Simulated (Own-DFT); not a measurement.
## Calculated data, Si₃N₄ (beta silicon nitride, strained, atoms displaced), SiC (2H silicon carbide, atoms displaced), GaP (zincblende, strained, atoms displaced)

Computed with Own-DFT development build. A calculation, not a measurement: plane-wave PBE density functional theory by an unreviewed code, no spin, of a simulated periodic cell, stress positive in tension, free energy of the whole cell less one offset for each atom, forces on such cells passed a denser k mesh, this cell's mesh not checked; offsets are fitted by least squares, one for each functional and potential file, so energies compare only between cells with the same atoms and settings and are not formation energies; the far tail of each file's local potential was reset to the Coulomb form; each entry is a single point on an unrelaxed cell, so the pressure reflects the starting lattice, mostly measured values (interpolated for alloys), from which strain is counted, and rises with the displacements; printed positions are rounded, which can move forces by about a meV/angstrom; the program, named Own-DFT, is a retired in-house code; no spin-orbit coupling.

Settings shared by all entries: functional PBE; potential files PseudoDojo norm-conserving, scalar-relativistic, standard set; wave cutoff 42 hartree; occupations Fermi-Dirac; smearing width 0.1 eV.

(1) Si₃N₄ (beta silicon nitride, strained, atoms displaced)

```xyz
42
Lattice="7.4674 -0.0018 0.0719 -3.7353 6.5751 -0.0692 0.0825 -0.0441 8.7898" Properties=species:S:1:pos:R:3 Si3N4
Si    -1.6477     5.0242     0.6735
Si     0.2412     2.5529     0.7090
Si     1.3564     5.3499     0.7834
Si     5.4018     1.4364     2.2370
Si     3.5790     3.8752     2.2386
Si     2.3251     1.0718     2.2583
N      2.3517     0.2389     0.7309
N      6.1766     1.9832     0.7672
N      2.8047     4.4349     0.6627
N      1.4795     6.3628     2.1389
N     -2.2905     4.5293     2.1619
N      0.9619     2.1376     2.1935
N      0.0116     4.3554     0.6701
N      3.7572     2.1693     2.1898
Si    -1.6363     4.9923     3.6082
Si     0.2091     2.6118     3.6520
Si     1.4230     5.4887     3.6664
Si     5.3512     1.5117     5.1643
Si     3.5178     3.8387     5.1219
Si     2.5072     1.1028     5.0439
N      2.4256     0.2041     3.5343
N      6.1602     1.9584     3.7256
N      2.8007     4.4093     3.7176
N      1.5173     6.3054     5.0827
N     -2.4612     4.5034     5.0744
N      1.1040     2.1593     5.2149
N     -0.0011     4.3191     3.6817
N      3.7723     2.1328     5.1144
Si    -1.5380     5.0172     6.4743
Si     0.2805     2.6466     6.4809
Si     1.4428     5.4114     6.5338
Si     5.4099     1.5101     8.1772
Si     3.5772     3.9337     8.0220
Si     2.5119     1.1009     8.1100
N      2.5151     0.1943     6.5725
N      6.1524     1.9899     6.6116
N      2.7995     4.4342     6.5845
N      1.4349     6.3119     7.9686
N     -2.2655     4.4980     8.0097
N      1.0561     2.1688     8.0415
N      0.0300     4.2745     6.4875
N      3.7338     2.0950     8.1423
```

```
k mesh                            : 3 x 3 x 3 centred on Gamma
free energy of cell above offsets : -2.727 eV
pressure                          : 11.28 GPa
stress xx                         : -15.85 GPa
stress yy                         : -7.99 GPa
stress zz                         : -10.01 GPa
stress yz                         : -2.12 GPa
stress xz                         : 2.71 GPa
stress xy                         : -2.88 GPa
```

Force:
```csv
element,x (eV/Å),y (eV/Å),z (eV/Å)
Si,3.596,1.242,-0.398
Si,1.176,3.778,-0.513
Si,-0.111,0.758,-3.653
Si,-1.752,2.817,-0.253
Si,-1.033,-0.589,-1.361
Si,1.423,4.56,-6.498
N,-0.91,-2.776,1.424
N,-2.312,-1.409,1.51
N,-0.514,0.33,3.737
N,-0.023,-1.242,1.762
N,-2.221,-0.218,-0.875
N,1.004,-0.757,0.588
N,-1.031,-0.755,0.728
N,0.261,-0.958,0.62
Si,2.935,0.413,1.284
Si,2.199,1.766,1.344
Si,-1.275,-3.405,-1.728
Si,0.392,-0.865,1.26
Si,-1.76,-0.989,1.17
Si,-2.55,-1.027,2.168
N,-0.481,-4.696,6.662
N,-1.444,-1.299,-0.607
N,-0.915,0.201,-2.388
N,-0.397,3.073,0.82
N,3.755,2.321,-0.469
N,1.731,-1.792,-6.094
N,0.623,2.077,-0.345
N,1.224,1.35,-0.153
Si,1.217,0.189,1.213
Si,-1.238,-0.397,5.278
Si,-2.49,-0.7,1.078
Si,-1.894,-1.397,-3.195
Si,0.588,-2.843,-0.339
Si,-4.106,-1.182,-2.221
N,-0.909,-1.667,-0.762
N,-0.557,-0.72,0.608
N,1.052,-1.41,-0.314
N,0.519,1.044,2.615
N,-0.897,0.336,-1.538
N,1.395,-1.463,-1.582
N,0.668,3.532,-0.104
N,5.065,4.772,-0.482
```

(2) SiC (2H silicon carbide, atoms displaced)

```xyz
32
Lattice="6.1654 0.0000 0.0000 -3.0827 5.3394 0.0000 0.0000 0.0000 10.0681" Properties=species:S:1:pos:R:3 SiC
Si     3.0844     5.2360     0.1308
Si    -0.0162     1.6523     2.4823
C      0.0159     0.0413     1.8997
C     -0.0279     1.7735     4.4545
Si     3.1093     5.2713     5.0441
Si     0.0526     1.7585     7.3640
C      3.0074     5.3157     6.7169
C      0.0629     1.7275     9.4720
Si     4.6719     2.3796     9.9972
Si    -1.6221     4.4304     2.4829
C      4.5173     2.6125     1.9597
C     -1.3950     4.2202     4.3042
Si    -1.3941     2.7514     5.1755
Si    -1.5948     4.4585     7.5104
C      4.5647     2.6232     6.9089
C     -1.6090     4.5577     9.4547
Si     3.2880     0.1011     9.9542
Si     2.8745     1.6811     2.3601
C     -0.0722     5.1883     1.7694
C      3.1428     1.7257     4.4151
Si     2.9587     0.1620     5.0693
Si     3.0229     1.8968     7.5426
C      3.0796     0.0470     6.9179
C      3.2485     1.8428     9.2502
Si     1.4871     2.6011    10.0383
Si     1.4313     4.5501     2.6453
C      1.4659     2.7261     1.8842
C      1.5558     4.4141     4.5308
Si     1.5655     2.8215     5.1376
Si     1.6215     4.5088     7.3862
C      1.5595     2.7821     6.8978
C      1.6350     4.2818     9.3329
```

```
hardware                          : one NVIDIA H100
k mesh                            : 5 x 5 x 3 centred on Gamma
free energy of cell above offsets : 3.905 eV
pressure                          : 9.14 GPa
stress xx                         : -5.04 GPa
stress yy                         : -8.98 GPa
stress zz                         : -13.4 GPa
stress yz                         : 2.97 GPa
stress xz                         : -0.7 GPa
stress xy                         : -1.54 GPa
wall time                         : 124 s
```

Force:
```csv
element,x (eV/Å),y (eV/Å),z (eV/Å)
Si,-0.018,0.318,-3.619
Si,-1.302,5.6,2.334
C,-1.758,-3.021,1.349
C,2.356,-1,-0.225
Si,0.725,0.917,-5.312
Si,-1.12,0.211,2.497
C,3.329,1.354,5.005
C,-0.519,-2.263,-2.519
Si,1.447,6.62,3.068
Si,1.295,-2.592,-0.465
C,0.242,-1.674,-2.339
C,-1.51,6.253,0.723
Si,-2.34,-4.536,-3.5
Si,0.844,0.356,1.861
C,1.742,1.679,1.599
C,3.111,-1.833,-1.21
Si,-3.217,-3.508,-0.636
Si,3.119,0.901,2.869
C,0.367,2.491,0.542
C,-1.344,3.899,-1.128
Si,1.406,-3.984,-0.06
Si,0.76,-2.428,-2.601
C,-1.203,0.137,0.473
C,-4.012,-1.961,3.164
Si,2.042,0.97,0.751
Si,1.147,-2.018,-0.847
C,-0.595,-0.413,-0.481
C,-0.884,3.72,-2.532
Si,0.349,-5.639,-3.668
Si,-3.237,0.087,3.174
C,-0.788,-1.642,1.313
C,-0.431,3.001,0.418
```

(3) GaP (zincblende, strained, atoms displaced)

```xyz
64
Lattice="10.8620 0.0000 0.0000 0.0000 10.8620 0.0000 0.0000 0.0000 10.9439" Properties=species:S:1:pos:R:3 GaP
Ga     0.0214    10.8493     0.0060
Ga     0.0466     2.7600     2.7173
Ga     2.7101    10.8340     2.7331
Ga     2.6884     2.7345    10.9377
P      1.3162     1.3843     1.3391
P      1.3747     4.0877     4.1009
P      4.0587     1.3605     4.0346
P      4.0484     4.0744     1.4230
Ga     0.0317     0.0026     5.4590
Ga    10.8402     2.7008     8.1204
Ga     2.7365    10.8410     8.1753
Ga     2.7174     2.7265     5.4504
P      1.3494     1.3540     6.8077
P      1.3657     4.1181     9.5650
P      4.0945     1.3487     9.5283
P      4.0620     4.0883     6.7952
Ga     0.0324     5.4432     0.0143
Ga    10.8357     8.1829     2.7113
Ga     2.6968     5.4530     2.7253
Ga     2.7117     8.1314     0.0076
P      1.3613     6.8033     1.3478
P      1.3719     9.5206     4.1015
P      4.0940     6.8005     4.1192
P      4.0602     9.4723     1.4685
Ga     0.0526     5.4711     5.4547
Ga     0.0475     8.1412     8.1773
Ga     2.6913     5.3940     8.1815
Ga     2.7407     8.1465     5.4997
P      1.3516     6.8069     6.8710
P      1.3723     9.4821     9.5434
P      4.0858     6.7532     9.5694
P      4.0883     9.5384     6.8415
Ga     5.4517    10.8306     0.0645
Ga     5.4059     2.7399     2.7409
Ga     8.1773     0.0027     2.7510
Ga     8.1190     2.7027     0.0321
P      6.7900     1.3534     1.3920
P      6.8528     4.0532     4.0884
P      9.5158     1.3623     4.0892
P      9.5636     4.0512     1.3949
Ga     5.4083     0.1065     5.4427
Ga     5.4446     2.7205     8.2018
Ga     8.1894    10.8282     8.2105
Ga     8.1817     2.6478     5.4561
P      6.7770     1.3788     6.8504
P      6.8022     4.0815     9.5521
P      9.4912     1.3610     9.5639
P      9.5029     4.0145     6.8729
Ga     5.4268     5.4284     0.0251
Ga     5.4120     8.1736     2.6781
Ga     8.1460     5.3928     2.7247
Ga     8.1979     8.1455    10.9001
P      6.8667     6.7726     1.3540
P      6.7735     9.4874     4.1175
P      9.4914     6.7741     4.0865
P      9.5192     9.5032     1.3843
Ga     5.3920     5.4641     5.4603
Ga     5.4507     8.1231     8.2316
Ga     8.1506     5.3666     8.1817
Ga     8.0996     8.1576     5.4681
P      6.8039     6.7995     6.8277
P      6.7877     9.4686     9.5465
P      9.5442     6.8600     9.6339
P      9.4990     9.4819     6.8397
```

```
hardware                          : one NVIDIA H100
k mesh                            : 3 x 3 x 3 centred on Gamma
free energy of cell above offsets : -35.135 eV
pressure                          : 3.14 GPa
stress xx                         : -3.33 GPa
stress yy                         : -3.33 GPa
stress zz                         : -2.75 GPa
stress yz                         : 0.06 GPa
stress xz                         : 0 GPa
stress xy                         : 0.29 GPa
wall time                         : 501.4 s
```

Force:
```csv
element,x (eV/Å),y (eV/Å),z (eV/Å)
Ga,-0.3,-0.015,-0.42
Ga,-0.216,-0.445,0.494
Ga,-0.446,0.56,-0.112
Ga,0.398,-0.135,-0.251
P,0.688,-0.398,0.267
P,0.001,0.078,0.029
P,-0.226,0.247,0.415
P,0.084,0.087,-0.679
Ga,-0.494,-0.15,-0.006
Ga,0.499,-0.18,1.138
Ga,-0.267,0.284,0.224
Ga,0.047,-0.234,-0.086
P,0.424,0.005,0.151
P,-0.445,-0.718,-0.163
P,-0.177,-0.028,0.779
P,0.168,-0.266,0.347
Ga,-0.328,-0.019,-0.126
Ga,0.357,-0.471,0.446
Ga,0.152,0.245,0.288
Ga,0.34,0.112,-0.26
P,-0.092,0.077,0.462
P,-0.104,-0.475,0.095
P,-0.348,0.172,-0.55
P,-0.324,0.441,-1.563
Ga,-0.651,-0.326,0.241
Ga,-0.675,0.202,0.412
Ga,0.375,0.36,0.087
Ga,-0.075,0.18,-0.107
P,0.453,-0.284,-0.514
P,0.172,0.363,0.346
P,-0.25,0.151,0.027
P,0.386,-0.335,-0.237
Ga,-0.249,-0.023,-0.519
Ga,0.515,-0.034,0.043
Ga,-0.313,-0.208,0.084
Ga,0.366,0.171,-0.278
P,-0.094,0.009,0.137
P,-0.767,0.02,0.474
P,0.564,-0.08,-0.127
P,-0.591,0.322,-0.613
Ga,0.209,-0.712,0.118
Ga,-0.176,0.262,-0.077
Ga,-0.451,0.252,-0.047
Ga,-0.279,0.415,0.224
P,0.39,-0.337,-0.077
P,-0.288,-0.158,0.579
P,0.264,-0.041,0.21
P,0.048,0.828,-1.157
Ga,0.186,-0.117,-0.01
Ga,0.953,-0.911,0.825
Ga,0.4,0.119,-0.014
Ga,-0.531,0.427,0.541
P,-0.646,0.3,-0.052
P,-0.193,0.588,-0.285
P,0.072,0.269,0.157
P,-0.316,0.32,-0.458
Ga,0.814,-0.369,-0.064
Ga,-0.295,-0.007,-0.36
Ga,0.295,0.927,0.349
Ga,0.529,-0.178,-0.112
P,-0.181,-0.446,0.223
P,0.145,0.414,0.583
P,0.175,-1.178,-1.132
P,0.324,0.071,-0.338
```
